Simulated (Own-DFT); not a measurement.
Simulation results for InAs (zincblende, strongly disordered by large displacements), GaP (zincblende, strongly disordered by large displacements)

A calculation, not a measurement: plane-wave PBE density functional theory by an unreviewed code, no spin, of a simulated periodic cell, stress positive in tension, free energy of the whole cell less one offset for each atom, forces on such cells passed a denser k mesh, this cell's mesh not checked; broken bonds can close the gap or carry spin, so checks made on this kind of crystal may not hold here; offsets are fitted by least squares, one for each functional and potential file, so energies compare only between cells with the same atoms and settings and are not formation energies; the far tail of each file's local potential was reset to the Coulomb form; each entry is a single point on an unrelaxed cell, so the pressure reflects the starting lattice, mostly measured values (interpolated for alloys), from which strain is counted, and rises with the displacements; printed positions are rounded, which can move forces by about a meV/angstrom; the program, named Own-DFT, is a retired in-house code; no spin-orbit coupling. Program: Own-DFT development build.

Settings shared by all entries: functional PBE; potential files PseudoDojo norm-conserving, scalar-relativistic, standard set; wave cutoff 42 hartree; occupations Fermi-Dirac; smearing width 0.1 eV; k mesh 3 x 3 x 3 centred on Gamma.

(1) 
```cif
# cell vector a (Å): 12.1166 0.0000 0.0000
# cell vector b (Å): 0.0000 12.1166 0.0000
# cell vector c (Å): 0.0000 0.0000 12.1166
data_InAs
_symmetry_space_group_name_H-M 'P 1'
_symmetry_Int_Tables_number 1
_cell_length_a 12.1166
_cell_length_b 12.1166
_cell_length_c 12.1166
_cell_angle_alpha 90.000
_cell_angle_beta 90.000
_cell_angle_gamma 90.000
_cell_volume 1778.86
loop_
_atom_site_label
_atom_site_type_symbol
_atom_site_fract_x
_atom_site_fract_y
_atom_site_fract_z
_atom_site_occupancy
In1 In 0.99533 0.99985 0.00452 1
In2 In 0.01977 0.24803 0.22681 1
In3 In 0.23844 0.97929 0.25846 1
In4 In 0.28217 0.24264 0.99333 1
As1 As 0.13940 0.10238 0.12036 1
As2 As 0.10207 0.37133 0.39702 1
As3 As 0.37331 0.13567 0.39264 1
As4 As 0.35593 0.36008 0.14882 1
In5 In 0.99017 0.01112 0.53922 1
In6 In 0.95676 0.24319 0.76504 1
In7 In 0.24324 0.01835 0.71475 1
In8 In 0.21641 0.25425 0.51528 1
As5 As 0.11633 0.11856 0.63665 1
As6 As 0.11233 0.37280 0.90621 1
As7 As 0.36707 0.11697 0.86276 1
As8 As 0.35432 0.38041 0.63416 1
In9 In 0.99451 0.51177 0.01004 1
In10 In 0.97649 0.79155 0.26203 1
In11 In 0.24855 0.51554 0.22471 1
In12 In 0.25165 0.73764 0.02011 1
As9 As 0.14004 0.63628 0.14945 1
As10 As 0.10174 0.87515 0.37311 1
As11 As 0.32602 0.64665 0.39533 1
As12 As 0.37034 0.87988 0.13588 1
In13 In 0.99725 0.50286 0.46762 1
In14 In 0.99553 0.75885 0.77532 1
In15 In 0.25591 0.48126 0.73635 1
In16 In 0.24631 0.75194 0.51942 1
As13 As 0.13979 0.62770 0.61073 1
As14 As 0.12909 0.85412 0.85762 1
As15 As 0.37345 0.63623 0.88394 1
As16 As 0.35766 0.87931 0.62374 1
In17 In 0.51439 0.98798 0.00560 1
In18 In 0.50919 0.28630 0.22847 1
In19 In 0.71152 0.02368 0.23505 1
In20 In 0.73384 0.23008 0.02181 1
As17 As 0.63496 0.14186 0.13337 1
As18 As 0.62561 0.37397 0.36982 1
As19 As 0.90313 0.13635 0.40545 1
As20 As 0.86202 0.38565 0.10818 1
In21 In 0.49456 0.00791 0.46996 1
In22 In 0.47916 0.24971 0.75746 1
In23 In 0.76112 0.01010 0.75557 1
In24 In 0.75855 0.24745 0.49593 1
As21 As 0.62095 0.13470 0.62582 1
As22 As 0.63461 0.37379 0.87394 1
As23 As 0.88073 0.15187 0.89601 1
As24 As 0.88874 0.39801 0.63094 1
In25 In 0.50833 0.48509 0.96780 1
In26 In 0.48967 0.75436 0.24824 1
In27 In 0.74869 0.51082 0.24438 1
In28 In 0.76003 0.76852 0.01169 1
As25 As 0.62815 0.68825 0.14724 1
As26 As 0.62650 0.87832 0.36896 1
As27 As 0.85512 0.61090 0.39677 1
As28 As 0.88659 0.88397 0.13914 1
In29 In 0.50409 0.54183 0.52232 1
In30 In 0.50484 0.73871 0.74336 1
In31 In 0.77722 0.49360 0.74836 1
In32 In 0.76215 0.74045 0.49735 1
As29 As 0.63000 0.61705 0.61606 1
As30 As 0.61474 0.84777 0.88852 1
As31 As 0.88442 0.62979 0.88637 1
As32 As 0.86328 0.87789 0.63978 1
_calc_hardware 'one NVIDIA H200'
_calc_free_energy_of_cell_above_offsets '3.601'  # eV
_calc_pressure 10.19  # GPa
_calc_stress_xx -10.9  # GPa
_calc_stress_yy -9.86  # GPa
_calc_stress_zz -9.81  # GPa
_calc_stress_yz 0.21  # GPa
_calc_stress_xz 0.53  # GPa
_calc_stress_xy 2.53  # GPa
_calc_wall_time 1180  # s
```

Force:
```tsv
element	x (eV/Å)	y (eV/Å)	z (eV/Å)
In	1.254	-0.421	-1.304
In	-0.758	0.285	0.662
In	0.593	1.438	1.149
In	-2.564	0.653	0.617
As	0.343	1.418	-0.537
As	2.89	-2.79	-4.425
As	-2.461	1.974	-2.241
As	-1.378	1.341	-2.409
In	-0.969	-2.649	-2.121
In	4.631	4.507	-5.129
In	3.361	-3.637	4.065
In	1.917	-0.378	-0.162
As	-3.408	5.205	-0.143
As	1.158	-0.731	-1.627
As	0.969	-2.026	0.609
As	5.704	-4.743	-5.384
In	1.679	0.196	0.729
In	1.128	-6.073	2.764
In	3.067	-3.754	4.37
In	0.373	1.728	-1.572
As	-6.378	3.351	-1.893
As	2.367	1.447	4.28
As	5.013	-4.192	-4.943
As	0.256	0.387	-1.256
In	-0.016	2.703	3.919
In	-2.382	-2.29	-3.729
In	-5.686	5.576	6.195
In	-1.903	5.237	0.795
As	-3.905	-3.012	2.815
As	3.86	3.861	3.209
As	0.243	-1.573	-1.075
As	3.266	0.375	0.098
In	-1.216	0.672	-0.102
In	1.524	-1.89	2.397
In	5.407	-6.352	6.208
In	4.784	5.71	-6.109
As	-9.209	0.457	-0.045
As	0.405	1.399	1.29
As	-0.629	0.125	-2.853
As	0.179	-0.844	1.361
In	1.388	-1.571	2.658
In	1.558	0.85	-1.164
In	-1.938	0.84	1.103
In	-0.786	0.933	0.832
As	-0.042	-0.391	0.167
As	1.494	-2.17	-1.254
As	-3.24	-5.222	4.594
As	1.657	-2.774	-2.594
In	-2.171	2.45	2.29
In	-3.776	0.782	3.812
In	-1.232	0.095	-0.496
In	1.055	-0.608	-0.447
As	3.385	-4.584	-2.256
As	0.326	-0.356	0.302
As	0.798	0.173	-3.617
As	-4.757	3.793	-4.348
In	-7.293	-4.738	-5.834
In	-1.055	0.526	-0.215
In	-2.61	2.151	2.52
In	-1.988	3.51	1.75
As	6.204	3.582	5.391
As	0.901	1.556	-1.236
As	-2.039	0.136	-0.048
As	0.655	-1.654	-0.384
```

(2) 
```cif
# cell vector a (Å): 12.1166 0.0000 0.0000
# cell vector b (Å): 0.0000 12.1166 0.0000
# cell vector c (Å): 0.0000 0.0000 12.1166
data_InAs
_symmetry_space_group_name_H-M 'P 1'
_symmetry_Int_Tables_number 1
_cell_length_a 12.1166
_cell_length_b 12.1166
_cell_length_c 12.1166
_cell_angle_alpha 90.000
_cell_angle_beta 90.000
_cell_angle_gamma 90.000
_cell_volume 1778.86
loop_
_atom_site_label
_atom_site_type_symbol
_atom_site_fract_x
_atom_site_fract_y
_atom_site_fract_z
_atom_site_occupancy
In1 In 0.01663 0.98924 0.01300 1
In2 In 0.01249 0.25573 0.23271 1
In3 In 0.25680 0.99894 0.22132 1
In4 In 0.27050 0.28077 0.98094 1
As1 As 0.15578 0.10954 0.11663 1
As2 As 0.13822 0.38974 0.33867 1
As3 As 0.37358 0.11055 0.37962 1
As4 As 0.38835 0.38479 0.12014 1
In5 In 0.00894 0.98960 0.51406 1
In6 In 0.98625 0.26517 0.76722 1
In7 In 0.22219 0.00961 0.72922 1
In8 In 0.21575 0.24984 0.51236 1
As5 As 0.11417 0.13962 0.65976 1
As6 As 0.11753 0.37541 0.87650 1
As7 As 0.36371 0.13408 0.85201 1
As8 As 0.36222 0.39046 0.62242 1
In9 In 0.97956 0.51001 0.02853 1
In10 In 0.99551 0.74618 0.28258 1
In11 In 0.26407 0.51657 0.25152 1
In12 In 0.23000 0.73445 0.99422 1
As9 As 0.13814 0.58359 0.11891 1
As10 As 0.15677 0.86854 0.38033 1
As11 As 0.39200 0.61957 0.38136 1
As12 As 0.36400 0.86912 0.12161 1
In13 In 0.98987 0.49043 0.51013 1
In14 In 0.00535 0.76024 0.75729 1
In15 In 0.27360 0.51699 0.76299 1
In16 In 0.25790 0.71943 0.51616 1
As13 As 0.10290 0.61364 0.61419 1
As14 As 0.13691 0.89023 0.88506 1
As15 As 0.38130 0.61322 0.89114 1
As16 As 0.37138 0.86994 0.64709 1
In17 In 0.50725 0.99552 0.98685 1
In18 In 0.49978 0.29507 0.23385 1
In19 In 0.76358 0.99306 0.24287 1
In20 In 0.72770 0.28103 0.00441 1
As17 As 0.61458 0.11049 0.13846 1
As18 As 0.62831 0.34308 0.36608 1
As19 As 0.86183 0.11855 0.33230 1
As20 As 0.88843 0.37028 0.12705 1
In21 In 0.49287 0.00230 0.51781 1
In22 In 0.50932 0.26227 0.73488 1
In23 In 0.76477 0.00476 0.74169 1
In24 In 0.73054 0.23334 0.54016 1
As21 As 0.64095 0.10117 0.64781 1
As22 As 0.57585 0.41041 0.85935 1
As23 As 0.86107 0.14159 0.87848 1
As24 As 0.83215 0.36898 0.61754 1
In25 In 0.51025 0.53034 0.98783 1
In26 In 0.51667 0.75121 0.26177 1
In27 In 0.76134 0.48872 0.24259 1
In28 In 0.73969 0.76293 0.01897 1
As25 As 0.63693 0.62853 0.11958 1
As26 As 0.62879 0.88161 0.38382 1
As27 As 0.86666 0.62101 0.38622 1
As28 As 0.88138 0.85937 0.12320 1
In29 In 0.49557 0.50547 0.48803 1
In30 In 0.49606 0.75044 0.76658 1
In31 In 0.72631 0.48671 0.74385 1
In32 In 0.77883 0.74971 0.48037 1
As29 As 0.61808 0.65244 0.62617 1
As30 As 0.61954 0.87341 0.86519 1
As31 As 0.86277 0.63169 0.89263 1
As32 As 0.86859 0.88494 0.60330 1
_calc_hardware 'one NVIDIA H200'
_calc_free_energy_of_cell_above_offsets '-6.704'  # eV
_calc_pressure 7.6  # GPa
_calc_stress_xx -7.82  # GPa
_calc_stress_yy -8  # GPa
_calc_stress_zz -6.98  # GPa
_calc_stress_yz -0.28  # GPa
_calc_stress_xz -2.31  # GPa
_calc_stress_xy 0.43  # GPa
_calc_wall_time 1151  # s
```

Force:
```tsv
element	x (eV/Å)	y (eV/Å)	z (eV/Å)
In	-1.847	1.206	0.356
In	1.091	-2.628	0.832
In	1.891	-1.756	5.086
In	-0.279	-1.628	0.111
As	-3.287	4.926	-2.82
As	-1.894	-1.668	3.127
As	-0.627	1.502	-0.156
As	-2.719	3.189	-2.911
In	1.749	1.818	-2.212
In	-1.212	0.164	-0.682
In	4.159	-3.469	2.254
In	1.562	0.356	-1.534
As	-3.609	2.456	-3.295
As	0.265	2.43	0.555
As	1.185	-0.408	0.37
As	0.559	-1.022	-0.939
In	0.175	0.848	-3.234
In	1.581	0.591	-1.134
In	2.573	-0.07	0.346
In	0.789	0.16	0.882
As	-0.547	3.051	-0.3
As	-0.919	0.058	0.191
As	-2.065	2.727	-2.401
As	2.288	-2.283	-1.454
In	-0.845	-1.884	-1.813
In	-0.773	-0.248	0.042
In	-3.114	-1.787	-1.757
In	0.096	1.318	-0.273
As	1.814	1.292	2.631
As	0.038	-1.268	-1.612
As	-3.33	5.022	-1.494
As	-0.931	0.07	-0.868
In	-1.512	1.11	0.61
In	0.971	-4.992	1.379
In	-2.993	-3.342	-2.162
In	-0.716	-1.165	-0.246
As	-0.303	1.322	-0.843
As	2.139	2.118	2.817
As	3.807	4.278	4.598
As	-2.481	-1.038	-0.373
In	-0.003	-0.508	-0.33
In	-1.595	-1.406	-0.343
In	3.106	-2.935	3.731
In	-0.564	-1.538	-5.015
As	-5.898	1.67	-1.691
As	2.673	-3.352	-0.907
As	0.091	-0.894	1.31
As	4.54	2.424	1.233
In	1.99	-0.889	6.063
In	-0.815	0.393	-0.888
In	-1.036	0.137	1.01
In	0.212	0.78	-2.679
As	-0.952	-1.296	2.206
As	0.556	0.179	0.084
As	2.116	-4.591	-2.806
As	1.364	0.574	1.063
In	3.15	-2.869	2.701
In	-0.788	-0.899	-0.382
In	0.283	2.818	0.484
In	-4.582	3.122	2.725
As	0.886	-1.355	-1.082
As	2.348	0.589	0.702
As	0.155	-0.306	-1.26
As	0.034	-1.204	2.399
```

(3) 
```cif
# cell vector a (Å): 10.9010 0.0000 0.0000
# cell vector b (Å): 0.0000 10.9010 0.0000
# cell vector c (Å): 0.0000 0.0000 10.9010
data_GaP
_symmetry_space_group_name_H-M 'P 1'
_symmetry_Int_Tables_number 1
_cell_length_a 10.9010
_cell_length_b 10.9010
_cell_length_c 10.9010
_cell_angle_alpha 90.000
_cell_angle_beta 90.000
_cell_angle_gamma 90.000
_cell_volume 1295.39
loop_
_atom_site_label
_atom_site_type_symbol
_atom_site_fract_x
_atom_site_fract_y
_atom_site_fract_z
_atom_site_occupancy
Ga1 Ga 0.99058 0.08337 0.02637 1
Ga2 Ga 0.01400 0.20349 0.26232 1
Ga3 Ga 0.30162 0.95933 0.28155 1
Ga4 Ga 0.27238 0.19960 0.96620 1
P1 P 0.12742 0.12676 0.15569 1
P2 P 0.12312 0.38678 0.35488 1
P3 P 0.35489 0.11000 0.40951 1
P4 P 0.40837 0.33930 0.12251 1
Ga5 Ga 0.97209 0.96592 0.58585 1
Ga6 Ga 0.97513 0.27991 0.74708 1
Ga7 Ga 0.23803 0.93492 0.77117 1
Ga8 Ga 0.20250 0.23194 0.51596 1
P5 P 0.10973 0.08604 0.59989 1
P6 P 0.13749 0.34277 0.89911 1
P7 P 0.39317 0.12089 0.85022 1
P8 P 0.38131 0.40697 0.69472 1
Ga9 Ga 0.00961 0.50908 0.03645 1
Ga10 Ga 0.04658 0.71013 0.22167 1
Ga11 Ga 0.25661 0.51041 0.26787 1
Ga12 Ga 0.23028 0.74788 0.96893 1
P9 P 0.12137 0.63625 0.08357 1
P10 P 0.11750 0.90768 0.37779 1
P11 P 0.38368 0.63729 0.37624 1
P12 P 0.31022 0.85470 0.14334 1
Ga13 Ga 0.03795 0.53107 0.53082 1
Ga14 Ga 0.99964 0.71737 0.76362 1
Ga15 Ga 0.23077 0.52419 0.79053 1
Ga16 Ga 0.23069 0.73134 0.49392 1
P13 P 0.13582 0.60157 0.65562 1
P14 P 0.03914 0.91800 0.86294 1
P15 P 0.33981 0.63877 0.86197 1
P16 P 0.36564 0.90272 0.65801 1
Ga17 Ga 0.48219 0.00271 0.93521 1
Ga18 Ga 0.52922 0.13644 0.23448 1
Ga19 Ga 0.73257 0.98713 0.23844 1
Ga20 Ga 0.79398 0.14984 0.03667 1
P17 P 0.64234 0.10188 0.10141 1
P18 P 0.56592 0.35999 0.31271 1
P19 P 0.90071 0.05383 0.32943 1
P20 P 0.87520 0.34736 0.11317 1
Ga21 Ga 0.51304 0.94950 0.46301 1
Ga22 Ga 0.49695 0.23417 0.77275 1
Ga23 Ga 0.74161 0.99722 0.84971 1
Ga24 Ga 0.73491 0.22282 0.47781 1
P21 P 0.64372 0.10151 0.63735 1
P22 P 0.63398 0.35444 0.91393 1
P23 P 0.83218 0.15542 0.86746 1
P24 P 0.88748 0.43828 0.55637 1
Ga25 Ga 0.46235 0.47688 0.98166 1
Ga26 Ga 0.54882 0.75989 0.23882 1
Ga27 Ga 0.71876 0.57243 0.20349 1
Ga28 Ga 0.75531 0.77572 0.00780 1
P25 P 0.53044 0.67791 0.08696 1
P26 P 0.64223 0.87297 0.32769 1
P27 P 0.84556 0.63530 0.35309 1
P28 P 0.86665 0.90020 0.07992 1
Ga29 Ga 0.43012 0.46934 0.54028 1
Ga30 Ga 0.49888 0.78170 0.74335 1
Ga31 Ga 0.72591 0.51187 0.76266 1
Ga32 Ga 0.75837 0.73592 0.46442 1
P29 P 0.66210 0.61366 0.63740 1
P30 P 0.57705 0.87756 0.86708 1
P31 P 0.84484 0.68521 0.88984 1
P32 P 0.84390 0.86595 0.68655 1
_calc_hardware 'one NVIDIA H100'
_calc_free_energy_of_cell_above_offsets '47.774'  # eV
_calc_pressure 19.59  # GPa
_calc_stress_xx -19.96  # GPa
_calc_stress_yy -16.99  # GPa
_calc_stress_zz -21.81  # GPa
_calc_stress_yz -4.76  # GPa
_calc_stress_xz 4.23  # GPa
_calc_stress_xy -3.69  # GPa
_calc_wall_time 653.1  # s
```

Force:
```tsv
element	x (eV/Å)	y (eV/Å)	z (eV/Å)
Ga	0.753	-2.034	-2.216
Ga	-5.341	6.714	4.385
Ga	-1.358	4.75	5.381
Ga	-3.09	2.487	4.669
P	9.028	-3.798	-5.123
P	-1.145	-0.711	2.051
P	2.333	-0.099	-0.94
P	-1.11	-0.017	1.949
Ga	-1.83	-1.062	-2.933
Ga	0.641	0.408	-0.852
Ga	-6.975	2.123	5.051
Ga	1.345	3.067	-1.627
P	2.336	1.912	2.516
P	-1.415	1.877	-0.673
P	-9.082	-1.583	-2.696
P	-2.076	-4.307	5.841
Ga	-5.78	-7.396	-2.763
Ga	-4.59	5.637	8.566
Ga	1.281	-0.501	-1.685
Ga	-1.024	4.897	0.689
P	6.834	-0.714	-2.181
P	-1.407	-2.602	0.581
P	0.702	-0.443	1.14
P	1.869	-4.35	-6.721
Ga	0.066	-1.833	-7.811
Ga	-0.118	1.57	-0.078
Ga	-2.842	-9.27	0.646
Ga	0.06	1.757	0.243
P	1.998	6.529	0.935
P	1.921	-0.495	0.228
P	9.131	3.659	2.12
P	4.839	-1.894	-7.913
Ga	-0.021	-0.181	9.667
Ga	-5.363	3.648	6.075
Ga	6.173	5.016	-4.65
Ga	4.434	5.147	5.375
P	-6.085	-3.467	-2.74
P	-0.141	-0.098	0.148
P	-0.435	-0.046	3.241
P	0.108	1.443	1.192
Ga	-1.578	2.265	2.83
Ga	7.086	6.909	-4.997
Ga	-1.277	-4.366	-2.689
Ga	0.248	0.396	-0.667
P	-0.642	0.111	-0.162
P	-0.001	1.049	-1.251
P	4.607	4.557	-8.731
P	-6.558	-4.731	2.2
Ga	0.748	1.014	-0.636
Ga	-5.743	-2.726	1.954
Ga	-0.806	-2.171	-1.107
Ga	-8.079	0.382	3.202
P	1.04	-4.304	-6.923
P	0.23	-1.396	10.28
P	6.482	-5.053	-5.447
P	3.457	2.943	2.922
Ga	3.357	3.548	-8.719
Ga	-2.345	-6.822	-5.655
Ga	3.636	-5.294	6.828
Ga	-4.141	5.118	6.887
P	-5.212	5.973	-7.085
P	9.15	-3.387	3.15
P	3.391	-7.725	-4.966
P	-1.675	-2.031	-0.298
```
